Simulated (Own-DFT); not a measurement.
# Same atoms, different arrangement: As32Ga32, 64 atoms

All numbers below are calculated, not measured. They come from Own-DFT, an in-house plane-wave density functional program, since retired, whose code no person has reviewed. Each row is one single-point run on a periodic cell that was not relaxed, without spin or spin-orbit coupling.

Settings of every run: PBE; PseudoDojo norm-conserving scalar-relativistic files; cutoff 42 hartree; 3 x 3 x 3 k mesh centred on Gamma; Fermi-Dirac smearing of 0.1 eV.

Known limits, some of them of some rows only: not probed for a lower state with spin; forces on such cells failed a check on a denser k mesh; forces not confirmed at this smearing and k mesh; stress not checked against mesh or cutoff.

All cells hold the same atoms in the same cell, with vectors in Å (11.307, 0.000, 0.000); (0.000, 11.307, 0.000); (0.000, 0.000, 11.307). Every atom was moved at random from its ideal site; u is the rms move along one axis. The defect's site can differ from row to row. E is the free energy of the cell above the lowest run. The arrangements:

- A: zincblende GaAs
- B: zincblende GaAs, with one As on a Ga site and one Ga on an As site, 2.4 Å apart

| arrangement | u (Å) | E (eV) | P (GPa) |
|---|---|---|---|
| A | 0.0195 | 0.000 | 3.50 |
| A | 0.0196 | 0.099 | 3.52 |
| A | 0.0206 | 0.144 | 3.53 |
| A | 0.0480 | 1.871 | 3.89 |
| A | 0.0493 | 1.895 | 3.91 |
| A | 0.0531 | 2.784 | 4.12 |
| B | 0.0266 | 2.907 | 3.89 |
| B | 0.0292 | 2.994 | 3.89 |
| B | 0.0302 | 3.013 | 3.92 |
| B | 0.0468 | 4.681 | 4.28 |
| B | 0.0474 | 4.390 | 4.15 |
| B | 0.0478 | 4.528 | 4.23 |

Question: once the cost of the random moves is taken out, how do the arrangements rank?

## Worked answer

Fit E = a + b u², with one b for all and one a for each arrangement, and with residuals divided by u², since the noise grows with the moves. Then b = 1021 eV/Å², the scatter at u = 0.04 Å is 0.16 eV, and against A:

- B: 2.48 ± 0.06 eV (higher)

These are energies of unrelaxed cells. Relaxing the atoms lowers the strained arrangements most, so the gaps would shrink and small ones could change sign.
